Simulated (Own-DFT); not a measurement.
# One trend across several semiconductors

Everything here is calculated. The program is Own-DFT (plane waves, in-house, since retired, never reviewed by a person); positions were held fixed, and spin and spin-orbit coupling were off.

Limits (not all hold for every row): forces on such cells moved up to 12 meV/angstrom on a denser k mesh; forces not confirmed at this smearing and k mesh; k mesh not checked against a denser one; forces on such cells passed a denser k mesh, each cell not checked; stress not checked against mesh or cutoff.

All runs are PBE with PseudoDojo norm-conserving files; cutoff and k mesh are each material's own. Every cell starts from measured lattice constants and was given uniform random strains and small random moves of its atoms. Each triple is the change of volume in per cent, the rms move u in Å and the pressure in GPa.

- 2H SiC (C36Si36), 10.36 Å³/atom unstrained: (-2.02, 0.049, 9.62); (-1.12, 0.047, 8.09); (-0.82, 0.049, 7.29); (0.17, 0.044, 4.56); (1.05, 0.043, 2.60); (2.25, 0.046, 0.68); (2.38, 0.050, -0.21)
- wurtzite AlN (Al64N64), 10.45 Å³/atom unstrained: (-2.54, 0.049, 11.41); (-1.43, 0.049, 8.74); (-1.17, 0.046, 7.74); (-0.12, 0.050, 6.00); (0.70, 0.052, 4.65); (1.55, 0.046, 2.59); (1.88, 0.048, 1.68)
- wurtzite GaN (Ga48N48), 11.42 Å³/atom unstrained: withheld
- diamond silicon (Si64), 20.02 Å³/atom unstrained: (-1.38, 0.049, 4.08); (-1.36, 0.051, 4.16); (-0.89, 0.047, 3.64); (-0.39, 0.052, 2.99); (0.65, 0.049, 1.92); (1.40, 0.050, 1.27); (1.85, 0.047, 0.83)
- zincblende GaAs (As32Ga32), 22.58 Å³/atom unstrained: (-3.82, 0.051, 7.21); (-1.20, 0.050, 4.88); (-0.42, 0.048, 4.56); (0.00, 0.054, 4.23); (0.32, 0.051, 4.01); (1.61, 0.048, 3.00); (2.81, 0.055, 2.10)
- grey tin (Sn64), 34.15 Å³/atom unstrained: (-3.92, 0.050, 6.14); (-2.06, 0.050, 4.80); (-1.11, 0.053, 4.35); (-1.00, 0.049, 4.20); (-0.22, 0.054, 3.81); (0.72, 0.048, 3.28); (1.93, 0.050, 2.79)

## Fit

Fit a line to each set against the fractional change of volume; B is minus its slope, and u is nearly the same within a set. To take it to zero pressure, assume that B rises by 4 GPa for each GPa: B0 = B - 4 x (mean pressure). The bond length of an ideal tetrahedral crystal with the unstrained volume v is d = (√3/4)(8 v)^(1/3). Cohen's empirical rule reads B0 = (1971 - 220 L) d^(-3.5) GPa, with L = 0 for group IV crystals and SiC and 1 for III-V compounds.

| material | L | d (Å) | B (GPa) | mean P (GPa) | B0 (GPa) | rule (GPa) |
|---|---|---|---|---|---|---|
| 2H SiC (C36Si36) | 0 | 1.888 | 223 ± 8 | 4.7 | 205 ± 8 | 213 |
| wurtzite AlN (Al64N64) | 1 | 1.893 | 210 ± 8 | 6.1 | 186 ± 8 | 188 |
| wurtzite GaN (Ga48N48) | 1 | 1.950 | ? | ? | ? | 169 |
| diamond silicon (Si64) | 0 | 2.352 | 103 ± 2 | 2.7 | 92 ± 2 | 99 |
| zincblende GaAs (As32Ga32) | 1 | 2.448 | 76 ± 2 | 4.3 | 59 ± 2 | 76 |
| grey tin (Sn64) | 0 | 2.810 | 57 ± 3 | 4.2 | 40 ± 3 | 53 |

A line through ln[B0/(1971 - 220 L)] against ln d has a slope of -4.1 ± 0.2 and a scatter of 7 %. Against the rule, B0 stands at 96 % for 2H SiC, 99 % for wurtzite AlN, 93 % for diamond silicon, 77 % for zincblende GaAs, 76 % for grey tin. PBE tends to make silicon and heavier crystals too soft, and the rule itself is only a guide.

## Withheld run

Q: what B0 does the fitted trend give for wurtzite GaN (Ga48N48)?

From the line: 163 GPa. Its own runs give B = 198 ± 7 GPa at a mean pressure of 10.1 GPa, so B0 = 158 GPa.
